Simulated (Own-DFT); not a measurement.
# A layer strained by its substrate: wurtzite AlGaN with randomly placed atoms, 72 atoms (Al9Ga27N36)

The numbers are computed, not measured, by runs of the plane-wave DFT program Own-DFT (in-house, retired, unreviewed) at fixed positions, with no spin and no spin-orbit coupling.

All runs used: PBE; PseudoDojo norm-conserving scalar-relativistic files (stringent for Ga); cutoff 96 hartree; 4 x 4 x 3 k mesh centred on Gamma; Gaussian smearing of 0.01 eV.

Limits: forces on such cells passed a denser k mesh, each cell not checked; stress not checked against mesh or cutoff.

Unstrained cell vectors in Å: (9.509, 0.000, 0.000); (-4.755, 8.235, 0.000); (0.000, 0.000, 10.268). The unstrained cell has measured lattice constants (interpolated for alloys), not those of this functional. That, the random moves and any unrelaxed bonds set the pressure at no strain. Each run strains x and y alike by e, as a substrate would, and holds the height along z. All atoms carry random offsets, Gaussian with a width of 0.05 Å per axis. The random placing of the alloy's atoms differs from row to row. Stress is positive in tension.

```
e (%),u (Å),(s_xx + s_yy)/2 (GPa),s_zz (GPa)
-2.50,0.047,-21.97,-11.34
-1.50,0.055,?,?
-0.25,0.049,-7.64,-8.89
0.50,0.050,-3.29,-7.75
1.00,0.049,-0.98,-7.64
1.25,0.051,0.06,-5.94
1.50,0.053,0.22,-4.30
1.75,0.054,2.26,-6.94
2.75,0.054,5.67,-3.49
3.00,0.049,7.62,-3.95
```

## Analysis

With e as a fraction, the in-plane stress is -6.3 + 542 e - 3255 e² GPa (errors 11 and 565, scatter 0.51), and s_zz is -8.1 + 145 e GPa (slope ± 21, scatter 0.97). At e = 0 the first slope is C11 + C12 and the second 2 C13, both with the ions held to the strained lattice and at the cell's own pressure. The term in e² is negative: the layer stiffens under compression and softens under tension. A free layer would change its height as e changes, and the in-plane slope would drop by 2 C13²/C33 to the biaxial modulus. At fixed height, a misfit of 1 % moves the in-plane stress by about 5.4 GPa and s_zz by 1.4 GPa.

## The run left out

Q: what are the two stresses at e = -1.50 %?

The fitted form gives -15.2 and -10.3 GPa. The hidden result is -15.32 and -12.56 GPa.
